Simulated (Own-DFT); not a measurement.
# Computed records: GaN (wurtzite, strained, atoms displaced)

A calculation, not a measurement: plane-wave PBE density functional theory by an unreviewed code, no spin, of a simulated periodic cell, stress positive in tension, free energy of the whole cell less one offset for each atom, forces on such cells passed a denser k mesh, this cell's mesh not checked; offsets are fitted by least squares, one for each functional and potential file, so energies compare only between cells with the same atoms and settings and are not formation energies; the far tail of each file's local potential was reset to the Coulomb form; each entry is a single point on an unrelaxed cell, so the pressure reflects the starting lattice, mostly measured values (interpolated for alloys), from which strain is counted, and rises with the displacements; printed positions are rounded, which can move forces by about a meV/angstrom; the program, named Own-DFT, is a retired in-house code; no spin-orbit coupling. Program: Own-DFT development build.

Settings shared by all entries: functional PBE; potential files PseudoDojo norm-conserving, scalar-relativistic, standard set with the stringent files for Ga; wave cutoff 96 hartree; occupations Gaussian; smearing width 0.01 eV; k mesh 3 x 4 x 3 centred on Gamma.

(1) GaN (wurtzite, strained, atoms displaced)

```cif
# cell vector a (Å): 12.7560 0.0000 0.0000
# cell vector b (Å): -4.7835 8.2853 0.0000
# cell vector c (Å): 0.0000 0.0000 10.5774
data_GaN
_symmetry_space_group_name_H-M 'P 1'
_symmetry_Int_Tables_number 1
_cell_length_a 12.7560
_cell_length_b 9.5670
_cell_length_c 10.5774
_cell_angle_alpha 90.000
_cell_angle_beta 90.000
_cell_angle_gamma 120.000
_cell_volume 1117.90
loop_
_atom_site_label
_atom_site_type_symbol
_atom_site_fract_x
_atom_site_fract_y
_atom_site_fract_z
_atom_site_occupancy
Ga1 Ga 0.08275 0.22356 0.01089 1
Ga2 Ga 0.17378 0.11418 0.24235 1
N1 N 0.08240 0.22185 0.18893 1
N2 N 0.16801 0.10742 0.44448 1
Ga3 Ga 0.08045 0.22126 0.50335 1
Ga4 Ga 0.16679 0.11256 0.75231 1
N3 N 0.08116 0.21602 0.69466 1
N4 N 0.16464 0.11470 0.92814 1
Ga5 Ga 0.08115 0.54749 0.99970 1
Ga6 Ga 0.16912 0.44933 0.24874 1
N5 N 0.08552 0.56161 0.18819 1
N6 N 0.17087 0.45303 0.43410 1
Ga7 Ga 0.07821 0.55897 0.49865 1
Ga8 Ga 0.16497 0.44444 0.74414 1
N7 N 0.08623 0.55625 0.68612 1
N8 N 0.16665 0.44356 0.94125 1
Ga9 Ga 0.08665 0.89234 0.99383 1
Ga10 Ga 0.17128 0.77697 0.24625 1
N9 N 0.08088 0.88822 0.18881 1
N10 N 0.16830 0.77624 0.43796 1
Ga11 Ga 0.08253 0.88932 0.50182 1
Ga12 Ga 0.16936 0.76706 0.75835 1
N11 N 0.08507 0.88190 0.69595 1
N12 N 0.16529 0.76889 0.93907 1
Ga13 Ga 0.34185 0.23015 0.99887 1
Ga14 Ga 0.41297 0.11901 0.25371 1
N13 N 0.33470 0.22506 0.18159 1
N14 N 0.40914 0.10299 0.44001 1
Ga15 Ga 0.32866 0.23067 0.49813 1
Ga16 Ga 0.41665 0.11283 0.75208 1
N15 N 0.33511 0.21512 0.69262 1
N16 N 0.41682 0.11504 0.94076 1
Ga17 Ga 0.33668 0.55316 0.00024 1
Ga18 Ga 0.41375 0.44004 0.25546 1
N17 N 0.33191 0.55643 0.19500 1
N18 N 0.41839 0.44584 0.44250 1
Ga19 Ga 0.33821 0.56303 0.50300 1
Ga20 Ga 0.41703 0.45005 0.76394 1
N19 N 0.33680 0.55312 0.69190 1
N20 N 0.42059 0.45670 0.94262 1
Ga21 Ga 0.33101 0.88556 0.00170 1
Ga22 Ga 0.41927 0.77903 0.25153 1
N21 N 0.34208 0.89236 0.19554 1
N22 N 0.41952 0.78621 0.44487 1
Ga23 Ga 0.33680 0.88577 0.50231 1
Ga24 Ga 0.42507 0.78736 0.75255 1
N23 N 0.34211 0.89044 0.69016 1
N24 N 0.42037 0.77314 0.93309 1
Ga25 Ga 0.58135 0.22128 0.00008 1
Ga26 Ga 0.66317 0.10077 0.24949 1
N25 N 0.58257 0.21393 0.18755 1
N26 N 0.67270 0.11716 0.43860 1
Ga27 Ga 0.58946 0.23043 0.49898 1
Ga28 Ga 0.66545 0.10964 0.75210 1
N27 N 0.57840 0.22855 0.68117 1
N28 N 0.66564 0.10368 0.94300 1
Ga29 Ga 0.57875 0.55502 0.99041 1
Ga30 Ga 0.67331 0.45030 0.24689 1
N29 N 0.58272 0.56291 0.19995 1
N30 N 0.66861 0.43768 0.43648 1
Ga31 Ga 0.58852 0.55812 0.49978 1
Ga32 Ga 0.67025 0.45144 0.75862 1
N31 N 0.58319 0.55423 0.68557 1
N32 N 0.66795 0.44794 0.94232 1
Ga33 Ga 0.59044 0.89442 0.00235 1
Ga34 Ga 0.66759 0.77436 0.24013 1
N33 N 0.57794 0.88553 0.18725 1
N34 N 0.66423 0.76600 0.42770 1
Ga35 Ga 0.58130 0.89085 0.49224 1
Ga36 Ga 0.65618 0.77908 0.74871 1
N35 N 0.57665 0.88924 0.68594 1
N36 N 0.67391 0.78282 0.95160 1
Ga37 Ga 0.82988 0.22151 0.99719 1
Ga38 Ga 0.92260 0.12014 0.25397 1
N37 N 0.83645 0.22651 0.18288 1
N38 N 0.91296 0.10655 0.43691 1
Ga39 Ga 0.82435 0.21318 0.49868 1
Ga40 Ga 0.92186 0.11489 0.75249 1
N39 N 0.83635 0.23715 0.68855 1
N40 N 0.91186 0.10369 0.93830 1
Ga41 Ga 0.83949 0.55681 0.99400 1
Ga42 Ga 0.91633 0.44123 0.24552 1
N41 N 0.83539 0.56563 0.18602 1
N42 N 0.91928 0.44756 0.43875 1
Ga43 Ga 0.82965 0.55940 0.50236 1
Ga44 Ga 0.91914 0.44930 0.74925 1
N43 N 0.83028 0.55745 0.68336 1
N44 N 0.91220 0.44429 0.93203 1
Ga45 Ga 0.82971 0.87514 0.00576 1
Ga46 Ga 0.91183 0.77306 0.25410 1
N45 N 0.82627 0.88501 0.18484 1
N46 N 0.92015 0.78229 0.43781 1
Ga47 Ga 0.83418 0.88971 0.50414 1
Ga48 Ga 0.91484 0.77709 0.75373 1
N47 N 0.83128 0.89093 0.68617 1
N48 N 0.91186 0.77117 0.93573 1
```

Results for GaN (wurtzite, strained, atoms displaced): free energy of cell above offsets -5.654 eV; pressure 3.14 GPa; stress xx -5.17 GPa; stress yy -5.26 GPa; stress zz 1 GPa; stress yz 0.14 GPa; stress xz 0.08 GPa; stress xy -0.79 GPa.

Force:
```
element  x (eV/Å)  y (eV/Å)  z (eV/Å)
     Ga    -0.376    -0.617    -2.122
     Ga    -1.412    -1.052     1.295
      N     0.856     0.448     0.698
      N    -1.374     0.683     -1.33
     Ga     0.382     0.466    -0.383
     Ga     0.977    -0.735     -1.18
      N     0.225     1.176    -1.507
      N     0.776     0.241      2.76
     Ga    -0.276     0.285     0.446
     Ga    -0.524    -0.285     0.597
      N    -0.054    -1.179     -0.73
      N     -0.12    -0.834     0.969
     Ga     1.309     0.002    -0.065
     Ga     0.962     -0.26     0.914
      N    -0.468     -0.34     0.026
      N     0.405    -0.207    -0.514
     Ga    -0.532    -0.267     0.563
     Ga    -0.639     0.888     1.004
      N     0.566     0.265    -0.687
      N    -0.231     0.517    -0.154
     Ga     1.168    -0.507     0.634
     Ga    -0.072     1.529    -1.364
      N    -0.402      0.23    -0.525
      N    -0.133      0.61     0.567
     Ga    -1.467    -0.646    -0.504
     Ga     1.838    -0.991      0.48
      N    -0.047     0.454     0.204
      N     0.435     1.723    -0.324
     Ga     1.849    -1.113     1.603
     Ga     0.525    -0.503    -0.375
      N    -1.694     1.629    -0.284
      N     0.382    -0.764    -0.366
     Ga    -2.153     1.203     1.056
     Ga     0.257     1.253     0.112
      N     0.879    -0.052    -1.118
      N    -0.162      0.43    -0.543
     Ga    -0.245    -0.618     0.145
     Ga     0.619    -1.262    -2.633
      N    -0.875     0.546    -0.277
      N     0.197    -2.035    -0.304
     Ga     1.025     0.076     0.354
     Ga    -0.295    -0.471     0.688
      N    -1.495     0.169    -1.387
      N     0.684    -1.379    -1.483
     Ga    -1.962     0.722     0.562
     Ga     -1.67    -1.834     0.187
      N    -1.381    -0.301     0.216
      N    -0.337     0.746      1.33
     Ga     0.622    -0.061     0.627
     Ga     0.184     1.257    -0.014
      N    -0.575     1.206     0.111
      N    -1.933    -1.672    -1.062
     Ga    -1.253    -1.787     0.182
     Ga    -0.299     1.075    -0.441
      N     1.503    -0.114     1.561
      N    -0.979     1.531    -1.283
     Ga     1.972     1.256       2.4
     Ga    -0.984    -0.955     0.139
      N     0.266    -3.004    -2.091
      N    -0.645     1.621    -0.712
     Ga    -0.276    -0.951    -0.081
     Ga    -0.335    -0.762    -1.321
      N      -0.4     0.518     1.131
      N    -0.069    -0.485    -0.179
     Ga    -0.907    -1.572     0.411
     Ga    -1.084     1.158     1.427
      N     1.194     0.083     0.006
      N    -0.268     1.985     1.091
     Ga      1.62    -0.082     0.645
     Ga     1.945    -0.011     0.251
      N     2.069     1.176    -0.832
      N    -2.074    -1.389    -2.321
     Ga     1.116     -0.21     0.043
     Ga    -0.866    -1.438    -0.567
      N    -0.307    -0.805     0.397
      N     0.166     0.667     0.308
     Ga     2.327     2.328     1.044
     Ga    -1.629    -0.641      0.43
      N     0.259    -2.241    -0.257
      N     0.373     0.521     0.431
     Ga    -1.285     0.099     1.405
     Ga    -0.387     1.115     1.024
      N     0.904    -1.513    -0.708
      N     -1.27    -0.941    -0.597
     Ga     1.226    -0.206     -0.58
     Ga    -0.413     0.561    -0.604
      N     0.522     0.154      1.08
      N     1.327    -0.462     0.442
     Ga     1.157     1.979    -0.311
     Ga      0.25     1.614    -0.206
      N     1.768     1.316     0.888
      N    -0.658    -0.446     0.238
     Ga    -0.491    -0.653    -0.763
     Ga     0.096     0.342    -0.902
      N    -0.291    -0.083     0.695
      N     0.894     0.883     0.178
```

(2) GaN (wurtzite, strained, atoms displaced)

```cif
# cell vector a (Å): 12.7560 0.0000 0.0000
# cell vector b (Å): -4.7835 8.2853 0.0000
# cell vector c (Å): 0.0000 0.0000 10.5774
data_GaN
_symmetry_space_group_name_H-M 'P 1'
_symmetry_Int_Tables_number 1
_cell_length_a 12.7560
_cell_length_b 9.5670
_cell_length_c 10.5774
_cell_angle_alpha 90.000
_cell_angle_beta 90.000
_cell_angle_gamma 120.000
_cell_volume 1117.90
loop_
_atom_site_label
_atom_site_type_symbol
_atom_site_fract_x
_atom_site_fract_y
_atom_site_fract_z
_atom_site_occupancy
Ga1 Ga 0.08874 0.23993 0.99922 1
Ga2 Ga 0.16625 0.10837 0.25078 1
N1 N 0.08097 0.22072 0.18575 1
N2 N 0.16529 0.10488 0.43354 1
Ga3 Ga 0.08082 0.22965 0.49370 1
Ga4 Ga 0.16816 0.10707 0.74563 1
N3 N 0.08619 0.22195 0.69681 1
N4 N 0.15717 0.10747 0.93267 1
Ga5 Ga 0.08882 0.55549 0.99816 1
Ga6 Ga 0.16265 0.45211 0.25146 1
N5 N 0.07906 0.55199 0.18787 1
N6 N 0.17224 0.45167 0.43571 1
Ga7 Ga 0.08694 0.55841 0.50180 1
Ga8 Ga 0.17385 0.43835 0.75505 1
N7 N 0.08359 0.55293 0.69225 1
N8 N 0.16702 0.44537 0.94589 1
Ga9 Ga 0.07698 0.87829 0.99727 1
Ga10 Ga 0.16560 0.78120 0.25463 1
N9 N 0.08070 0.88855 0.19060 1
N10 N 0.16103 0.77599 0.43652 1
Ga11 Ga 0.08094 0.89217 0.49948 1
Ga12 Ga 0.16599 0.77443 0.74411 1
N11 N 0.07865 0.87716 0.69204 1
N12 N 0.15472 0.76324 0.94561 1
Ga13 Ga 0.32989 0.22334 0.99340 1
Ga14 Ga 0.41696 0.11811 0.25292 1
N13 N 0.33388 0.22181 0.19804 1
N14 N 0.41864 0.11411 0.43786 1
Ga15 Ga 0.33209 0.21760 0.49335 1
Ga16 Ga 0.40159 0.10421 0.75035 1
N15 N 0.33853 0.22162 0.68607 1
N16 N 0.41049 0.10976 0.92969 1
Ga17 Ga 0.33110 0.54334 0.99599 1
Ga18 Ga 0.42149 0.44959 0.24798 1
N17 N 0.33442 0.54866 0.18555 1
N18 N 0.41187 0.44377 0.43315 1
Ga19 Ga 0.33967 0.56604 0.49612 1
Ga20 Ga 0.41819 0.44842 0.74334 1
N19 N 0.33337 0.54542 0.69040 1
N20 N 0.41981 0.44704 0.94762 1
Ga21 Ga 0.33368 0.89223 0.99887 1
Ga22 Ga 0.41658 0.77925 0.24599 1
N21 N 0.33779 0.89148 0.19297 1
N22 N 0.41657 0.78200 0.43431 1
Ga23 Ga 0.33137 0.89414 0.50948 1
Ga24 Ga 0.41433 0.77245 0.74839 1
N23 N 0.33689 0.90189 0.69141 1
N24 N 0.41569 0.78931 0.93734 1
Ga25 Ga 0.59139 0.22474 0.00072 1
Ga26 Ga 0.66581 0.11051 0.25051 1
N25 N 0.57156 0.21244 0.19286 1
N26 N 0.67367 0.12325 0.43266 1
Ga27 Ga 0.58096 0.22472 0.49632 1
Ga28 Ga 0.66694 0.10923 0.75114 1
N27 N 0.58791 0.22022 0.68870 1
N28 N 0.66618 0.10781 0.94170 1
Ga29 Ga 0.58054 0.55117 0.99905 1
Ga30 Ga 0.66481 0.45044 0.23857 1
N29 N 0.58092 0.56391 0.18420 1
N30 N 0.66588 0.44353 0.43590 1
Ga31 Ga 0.58724 0.56787 0.50184 1
Ga32 Ga 0.66675 0.44982 0.74448 1
N31 N 0.57819 0.55035 0.68531 1
N32 N 0.65920 0.43508 0.93901 1
Ga33 Ga 0.58098 0.88873 0.00339 1
Ga34 Ga 0.66516 0.77997 0.24508 1
N33 N 0.58353 0.88359 0.19222 1
N34 N 0.66497 0.77485 0.44306 1
Ga35 Ga 0.59167 0.89905 0.49443 1
Ga36 Ga 0.66914 0.78085 0.74053 1
N35 N 0.58937 0.89695 0.69293 1
N36 N 0.66892 0.77388 0.94303 1
Ga37 Ga 0.83063 0.22090 0.00431 1
Ga38 Ga 0.91289 0.11309 0.25261 1
N37 N 0.83819 0.22259 0.19074 1
N38 N 0.91517 0.10107 0.43893 1
Ga39 Ga 0.83554 0.22665 0.49308 1
Ga40 Ga 0.92058 0.11693 0.74773 1
N39 N 0.84402 0.22752 0.68622 1
N40 N 0.92037 0.11834 0.93030 1
Ga41 Ga 0.83094 0.54674 0.00228 1
Ga42 Ga 0.91383 0.44131 0.25320 1
N41 N 0.82849 0.55695 0.19189 1
N42 N 0.91901 0.44759 0.43836 1
Ga43 Ga 0.82806 0.54597 0.50643 1
Ga44 Ga 0.91666 0.44270 0.75345 1
N43 N 0.83302 0.55877 0.68563 1
N44 N 0.91472 0.44007 0.94034 1
Ga45 Ga 0.81911 0.87789 0.00128 1
Ga46 Ga 0.91501 0.77973 0.24872 1
N45 N 0.83244 0.88518 0.18838 1
N46 N 0.91787 0.77362 0.43869 1
Ga47 Ga 0.83506 0.88283 0.50062 1
Ga48 Ga 0.91186 0.77939 0.74323 1
N47 N 0.83912 0.88464 0.68828 1
N48 N 0.92262 0.77501 0.94009 1
```

Results for GaN (wurtzite, strained, atoms displaced): free energy of cell above offsets -4.972 eV; pressure 3.62 GPa; stress xx -6.64 GPa; stress yy -6.12 GPa; stress zz 1.91 GPa; stress yz 0.62 GPa; stress xz -0.68 GPa; stress xy 0.86 GPa.

Force:
```
element  x (eV/Å)  y (eV/Å)  z (eV/Å)
     Ga    -0.348    -4.171     0.825
     Ga    -0.598     0.499    -0.696
      N     -0.05     0.471     0.663
      N     -0.66      1.09     0.945
     Ga     1.354    -0.555     0.849
     Ga    -0.323    -0.283     0.552
      N     0.301         0    -1.984
      N     1.197     0.498     0.544
     Ga    -1.757    -0.819     1.228
     Ga     1.674     -1.04    -0.543
      N     -0.41     0.866    -0.093
      N    -0.542    -0.226      0.49
     Ga    -0.446    -0.182      0.28
     Ga    -1.886      0.26    -0.035
      N     0.935    -0.234    -0.426
      N     0.813      1.44    -2.095
     Ga     0.675     1.759     1.065
     Ga     0.357    -0.243    -0.961
      N     0.371    -0.201    -0.558
      N     0.901     0.583     1.039
     Ga     0.305    -0.823     0.477
     Ga     -0.18    -0.276     1.503
      N     0.109     1.357    -1.116
      N     1.659     2.303    -1.663
     Ga    -0.079    -1.157     1.038
     Ga    -0.652    -1.714     0.272
      N    -0.572     0.451    -1.654
      N    -0.211    -0.769     0.221
     Ga    -0.468     0.969     0.424
     Ga     3.031     2.064     0.945
      N    -2.146     1.002    -0.982
      N     0.557     0.338     1.433
     Ga    -0.413     2.277     1.488
     Ga    -0.903    -0.934     0.471
      N    -1.272     0.988     -0.11
      N     1.013     0.408     0.846
     Ga    -0.019    -0.944    -0.006
     Ga     0.942    -1.671     1.358
      N    -0.964     1.976    -0.884
      N    -0.419    -0.699    -2.319
     Ga    -1.342    -0.012      0.78
     Ga    -0.072    -0.953     0.301
      N    -1.185     0.057    -0.814
      N     0.276     0.817      0.92
     Ga     0.274    -0.303    -1.737
     Ga     0.182     1.073     0.545
      N     0.373    -3.499     -0.83
      N     1.268    -1.867    -0.464
     Ga    -1.974    -1.357     0.189
     Ga    -0.185     0.223    -0.403
      N     2.524     1.795    -1.421
      N    -0.499    -1.049     0.402
     Ga     0.683     0.179     1.039
     Ga     0.416     1.481     0.228
      N    -1.148     0.366     -0.39
      N     0.186     0.027    -0.214
     Ga     0.721     0.527     0.304
     Ga    -0.382    -0.898      1.58
      N     1.099    -0.646    -0.014
      N    -0.626     0.665    -0.283
     Ga    -0.169    -2.921    -0.675
     Ga     0.475    -1.556     0.687
      N     0.605     1.371     0.173
      N     0.656     1.378    -0.525
     Ga     0.221    -0.535    -0.275
     Ga     1.226    -0.309     1.136
      N    -0.883     1.313    -0.746
      N     0.309     1.748    -1.151
     Ga    -1.026     -0.12     0.566
     Ga     0.272    -0.251     1.293
      N    -0.517    -1.566    -1.301
      N    -2.856    -0.887    -1.938
     Ga     1.335     -0.21    -0.678
     Ga     1.974    -1.005    -0.381
      N    -1.971     0.035    -0.407
      N    -0.629     1.012    -0.179
     Ga      0.66    -0.172     1.275
     Ga     0.274    -0.744     0.659
      N    -1.676    -0.502    -0.737
      N     -0.66    -0.782     1.407
     Ga    -0.186     1.188    -0.268
     Ga    -0.221     0.914     -0.18
      N     1.124    -0.503    -0.793
      N     0.216    -0.129     0.029
     Ga     0.208     0.773    -1.369
     Ga    -0.195     0.316     0.048
      N     0.268    -0.665     0.831
      N     0.229     0.036    -0.083
     Ga     4.069     2.394     0.247
     Ga     0.538    -0.206     0.603
      N    -0.954     0.718    -0.014
      N    -0.692    -0.397    -0.152
     Ga     0.004    -0.101    -0.096
     Ga     2.648    -1.252     2.375
      N     -2.88     1.628    -1.001
      N    -3.251    -1.291    -0.931
```
